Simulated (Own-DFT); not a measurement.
## Calculated data, Si12O23 (quartz with two neutral oxygen vacancies, atoms displaced)

A calculation, not a measurement: plane-wave PBE and HSE06 DFT by an unreviewed code, no spin, of a simulated cell at Gamma alone, so results move with cell size and shape, stress positive in tension, energies less offsets, not probed for a lower state with spin; oxygen file: force components 24 meV/angstrom off all-electron in a glass; k mesh not checked against a denser one; forces and stress are PBE's, HSE06 gives the energy alone, and its difference from PBE has offsets of its own; offsets are fitted by least squares, one for each functional and potential file, so energies compare only between cells with the same atoms and settings and are not formation energies; the far tail of each file's local potential was reset to the Coulomb form; each entry is a single point on an unrelaxed cell, so the pressure reflects the starting lattice, mostly measured values (interpolated for alloys), from which strain is counted, and rises with the displacements; printed positions are rounded, which can move forces by about a meV/angstrom; the program, named Own-DFT, is a retired in-house code; no spin-orbit coupling. Program: Own-DFT development build.

```yaml
- formula: Si12O23
  kind: "quartz with two neutral oxygen vacancies, atoms displaced"
  structure:
    cell_angstrom: [[9.8268, 0.0, 0.0], [-4.9134, 8.5103, 0.0], [0.0, 0.0, 10.8104]]
    atoms_fractional:
      - [Si, 0.23844, 0.00908, 0.99833]
      - [Si, 0.00134, 0.21928, 0.33622]
      - [Si, 0.26285, 0.26346, 0.17161]
      - [O, 0.21422, 0.12655, 0.06941]
      - [O, 0.4246, 0.29434, 0.22307]
      - [O, 0.36227, 0.06859, 0.39667]
      - [O, 0.0767, 0.36817, 0.44341]
      - [O, 0.13786, 0.2071, 0.2713]
      - [O, 0.29354, 0.42745, 0.11164]
      - [Si, 0.22889, 0.99924, 0.49932]
      - [Si, 0.99388, 0.22569, 0.83607]
      - [Si, 0.26348, 0.26169, 0.66961]
      - [O, 0.20948, 0.12873, 0.56284]
      - [O, 0.4239, 0.28592, 0.72859]
      - [O, 0.3771, 0.07645, 0.89331]
      - [O, 0.07884, 0.36766, 0.93966]
      - [O, 0.13448, 0.1979, 0.77792]
      - [O, 0.29424, 0.42799, 0.60099]
      - [Si, 0.23345, 0.50653, 0.00827]
      - [Si, 0.00164, 0.72935, 0.33298]
      - [Si, 0.27912, 0.7731, 0.16261]
      - [O, 0.20369, 0.64001, 0.06349]
      - [O, 0.37679, 0.5826, 0.38857]
      - [O, 0.07286, 0.86373, 0.43091]
      - [O, 0.13569, 0.70864, 0.26901]
      - [O, 0.294, 0.9347, 0.10895]
      - [Si, 0.24819, 0.51352, 0.4963]
      - [Si, 0.9966, 0.7407, 0.83544]
      - [Si, 0.26768, 0.77182, 0.66655]
      - [O, 0.20468, 0.6263, 0.54946]
      - [O, 0.42036, 0.79062, 0.72423]
      - [O, 0.36001, 0.575, 0.88977]
      - [O, 0.06444, 0.86134, 0.94782]
      - [O, 0.12657, 0.70725, 0.78742]
      - [O, 0.29344, 0.92481, 0.60595]
      - [Si, 0.73715, 0.00489, 0.00347]
      - [Si, 0.50179, 0.23182, 0.338]
      - [Si, 0.7707, 0.27008, 0.16265]
      - [O, 0.71304, 0.14466, 0.06143]
      - [O, 0.92493, 0.29746, 0.23402]
      - [O, 0.86732, 0.07048, 0.39045]
      - [O, 0.56252, 0.36892, 0.44022]
      - [O, 0.63761, 0.2102, 0.27141]
      - [O, 0.79342, 0.43245, 0.11372]
      - [Si, 0.73242, 0.00156, 0.50216]
      - [Si, 0.50312, 0.23611, 0.82891]
      - [Si, 0.76563, 0.26657, 0.6655]
      - [O, 0.70846, 0.1321, 0.56798]
      - [O, 0.9237, 0.29287, 0.73252]
      - [O, 0.8553, 0.06191, 0.89368]
      - [O, 0.57331, 0.37238, 0.94755]
      - [O, 0.63701, 0.21328, 0.77516]
      - [O, 0.79281, 0.41994, 0.60587]
      - [Si, 0.73482, 0.50324, 0.99619]
      - [Si, 0.50053, 0.73725, 0.33585]
      - [Si, 0.76666, 0.76134, 0.16209]
      - [O, 0.70613, 0.63586, 0.06744]
      - [O, 0.91566, 0.79029, 0.21786]
      - [O, 0.86446, 0.56638, 0.39327]
      - [O, 0.57673, 0.873, 0.44706]
      - [O, 0.7907, 0.93173, 0.10228]
      - [Si, 0.73456, 0.49901, 0.50318]
      - [Si, 0.50372, 0.74023, 0.83352]
      - [Si, 0.76527, 0.75816, 0.67284]
      - [O, 0.71356, 0.63583, 0.553]
      - [O, 0.92805, 0.80208, 0.72839]
      - [O, 0.86393, 0.56906, 0.89322]
      - [O, 0.57048, 0.86849, 0.93469]
      - [O, 0.6258, 0.70003, 0.76561]
      - [O, 0.78707, 0.9191, 0.5974]
  settings:
    first_functional: PBE
    second_functional: HSE06
    exact_exchange_share: 0.25
    "screening [1/bohr]": 0.11
    exchange_divergence: Gygi-Baldereschi
    potential_files: "PseudoDojo norm-conserving, scalar-relativistic, made for PBE, standard set"
    "wave_cutoff [hartree]": 48.0
    occupations: fixed
    k_mesh: "1 x 1 x 1 centred on Gamma"
  results: {}
```

To be estimated
1. What PBE stress zz does the calculation give for Si12O23 (quartz with two neutral oxygen vacancies, atoms displaced)?

Calculated values
1. -7.63 GPa

Further results for Si12O23 (quartz with two neutral oxygen vacancies, atoms displaced):

- PBE energy of cell above offsets: -16.866 eV
- HSE06 less PBE above offsets: 0.129 eV
- PBE pressure: 8.81 GPa
- PBE stress xx: -9.11 GPa
- PBE stress yy: -9.7 GPa
- PBE stress yz: -1.72 GPa
- PBE stress xz: 1.13 GPa
- PBE stress xy: 0.25 GPa

Force:
```tsv
element	x (eV/Å)	y (eV/Å)	z (eV/Å)
Si	2.352	-4.313	-1.403
Si	-2.28	7.014	-0.528
Si	2.136	1.527	-3.344
O	-3.548	3.285	0.893
O	2.945	-0.233	2.46
O	1.058	0.853	-1.055
O	0.876	-1.248	-1.361
O	-1.653	-2.013	2.536
O	-0.552	0.49	-0.44
Si	1.614	-2.29	-0.69
Si	0.778	1.594	0.268
Si	-0.89	1.879	-1.438
O	-1.948	1.579	0.924
O	-1.081	1.239	-1.711
O	-1.062	-1.22	0.502
O	-0.617	-1.116	-0.052
O	-1.296	-0.183	0.466
O	1.742	-1.664	1.933
Si	1.339	-0.969	-1.864
Si	-1.361	-1.192	-3.031
Si	0.931	1.852	4.143
O	-0.074	-1.965	-2.197
O	-0.852	-4.183	1.716
O	-0.373	1.842	2.233
O	0.105	-0.178	-0.008
O	0.689	-0.233	-0.325
Si	0.856	-6.138	-1.908
Si	-0.009	-1.169	1.66
Si	-1.993	-4.949	0.568
O	-3.969	6.301	4.505
O	2.288	0.417	0.892
O	0.23	0.404	0.787
O	0.427	2.094	0.625
O	3.782	0.531	-3.724
O	-1.4	1.908	-1.138
Si	-3.987	-0.378	-0.87
Si	-1.072	0.365	-2.683
Si	-0.255	1.994	3.636
O	0.359	-3.116	-3.311
O	2.205	-0.755	0.604
O	-1.613	-3.417	2.128
O	1.113	0.786	1.169
O	-1.052	-0.56	1.075
O	-0.743	1.54	-1.71
Si	2.082	1.266	-0.823
Si	-0.111	1.293	4.048
Si	1.395	-1.089	2.666
O	-0.569	-0.649	-1.316
O	0.606	-0.092	-0.025
O	1.941	1.703	-2.338
O	-1.503	-2.837	-2.722
O	1.463	-0.369	-0.537
O	-1.16	2.824	-1.117
Si	0.595	-0.08	4.042
Si	2.304	5.385	-5.171
Si	-7.699	4.253	2.993
O	-0.024	-4.758	-5.359
O	7.293	0.678	4.724
O	0.237	0.324	-0.259
O	-2.621	-2.572	-1.893
O	2.445	-2.33	3.007
Si	0.355	-1.919	-2.324
Si	-1.924	-2.725	-1.132
Si	-2.059	1.813	-4.959
O	-1.022	1.675	2.252
O	1.141	0.399	0.326
O	0.516	1.501	-1.7
O	0.611	2.502	2.296
O	-0.599	-0.648	1.488
O	2.162	-1.56	2.901
```
